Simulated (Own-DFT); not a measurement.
## Calculated data, Si3Ge (diamond-structure random alloy, atoms displaced)

A calculation, not a measurement: plane-wave PBE density functional theory by an unreviewed code, no spin, of a simulated periodic cell, stress positive in tension, free energy of the whole cell less one offset for each atom, forces on such cells passed a denser k mesh, this cell's mesh not checked; offsets are fitted by least squares, one for each functional and potential file, so energies compare only between cells with the same atoms and settings and are not formation energies; the far tail of each file's local potential was reset to the Coulomb form; each entry is a single point on an unrelaxed cell, so the pressure reflects the starting lattice, mostly measured values, from which strain is counted, and rises with the displacements; printed positions are rounded, which can move forces by about a meV/angstrom; the program is a retired in-house code; no spin-orbit coupling. Program: Own-DFT development build.

```xyz
16
Lattice="0.0000 5.4878 5.4878 5.4878 0.0000 5.4878 5.4878 5.4878 0.0000" Properties=species:S:1:pos:R:3:force_x:R:1:force_y:R:1:force_z:R:1 formula=Si3Ge functional=PBE potential_files=PseudoDojo_norm-conserving,scalar-relativistic,standard_set wave_cutoff=42 occupations=Fermi-Dirac smearing_width=0.1 k_mesh=5_x_5_x_5_centred_on_Gamma free_energy_of_cell_above_offsets=-1.470 pressure=2.23 stress_xx=-2.22 stress_yy=-2.21 stress_zz=-2.25 stress_yz=-0.17 stress_xz=1.03 stress_xy=-0.16
Si     5.4494     5.4642     0.0604      0.174      0.276     -0.614
Si     0.0190     2.7111     2.7207     -0.654      0.521      0.446
Si     8.2356    10.9427     8.2396      0.208      0.382      0.563
Si     2.7500     8.2143     5.4776     -0.034      0.262      -0.29
Ge     1.3716     1.3503     1.3943      0.285     -0.085     -0.247
Ge     1.3660     4.1636     4.0939      -0.22     -0.663      0.297
Si     4.1449     1.3687     4.1367     -0.412     -0.557      -0.13
Si     4.1267     4.0899     1.3566     -0.582     -0.201      0.261
Si     5.4995     5.5156     5.4838     -0.312     -0.337     -0.805
Si     5.4355     2.7172     2.7358      0.312      0.726      0.574
Si     2.7605     5.4515     2.7320      0.228      0.769     -0.397
Si     2.7572     2.7196     5.4371     -0.246      0.253      0.122
Ge     6.7965     6.8917     6.8425      1.107     -0.266      0.182
Si     6.8643     4.1249     4.1031      -0.31     -0.353      0.152
Si     4.1118     6.8621     4.1004      0.132     -0.165     -0.128
Ge     4.0994     4.1360     6.8290      0.323     -0.563      0.016
```

Units: wave_cutoff in hartree; smearing_width, free_energy_of_cell_above_offsets in eV; pressure, stress_xx, stress_yy, stress_zz, stress_yz, stress_xz, stress_xy in GPa; force_x, force_y, force_z in eV/Å.
